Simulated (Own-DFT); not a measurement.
# What random displacements cost in beta-Si3N4, 112 atoms (N64Si48)

All numbers below are calculated, not measured. The program, named Own-DFT, is a retired in-house plane-wave density functional code that no person has reviewed. Each row is one single-point run on a periodic cell that was not relaxed, without spin or spin-orbit coupling.

Settings of every run: PBEsol; PseudoDojo norm-conserving scalar-relativistic files, made for PBE; cutoff 42 hartree; 2 x 2 x 4 k mesh centred on Gamma; Fermi-Dirac smearing of 0.1 eV.

Known limits, some of them of some rows only: some atoms lie very close together; forces on such cells moved up to 12 meV/angstrom on a denser k mesh; stress not checked against mesh or cutoff.

Cell vectors in Å: (15.212, 0.000, 0.000); (-7.606, 13.174, 0.000); (0.000, 0.000, 5.818). In each run every atom was moved at random and independently from its ideal site; u is the rms move along one axis. E is the free energy for each atom above the fitted value at u = 0, and F the rms of the force components.

| run | u (Å) | E (meV/atom) | F (eV/Å) | largest force (eV/Å) | P (GPa) |
|---|---|---|---|---|---|
| 1 | 0.0196 | 20.6 | 0.872 | 2.86 | 3.13 |
| 2 | 0.0197 | 19.6 | 0.857 | 4.27 | 3.16 |
| 3 | 0.0199 | 16.7 | 0.776 | 3.29 | 2.99 |
| 4 | 0.0488 | ? | ? | ? | ? |
| 5 | 0.0523 | 131.6 | 2.198 | 10.52 | 6.26 |
| 6 | 0.0956 | 422.7 | 4.263 | 23.14 | 13.54 |
| 7 | 0.0973 | 487.1 | 4.848 | 25.92 | 14.85 |
| 8 | 0.1556 | 967.0 | 6.804 | 40.65 | 26.20 |

## Worked fit

For small independent moves the energy grows as E = (3/2) K u², with K the mean stiffness felt by one atom. The runs with u up to 0.11 Å give K = 32.4 ± 1.1 eV/Å², with residuals divided by u² + 0.0006 Å², since the noise grows with the moves. The scatter is 7.5 meV/atom at u = 0.05 Å. The forces follow F = G u with G = 44.0 eV/Å²; no force at u = 0 is resolved. G exceeds K because the moves of its neighbours add to the force on an atom, and stiffness differs between atoms. At u = 0.156 Å the parabola gives 1177 meV/atom and the run 967. The pressure follows P = 2.65 + 1244 u² GPa: at fixed volume, shortened bonds push harder than stretched ones pull.

## Withheld run

Question: what energy and rms force should run 4 give?

The fit gives 116 ± 8 meV/atom and about 2.15 eV/Å. The calculation gave 102.6 meV/atom and 1.820 eV/Å.
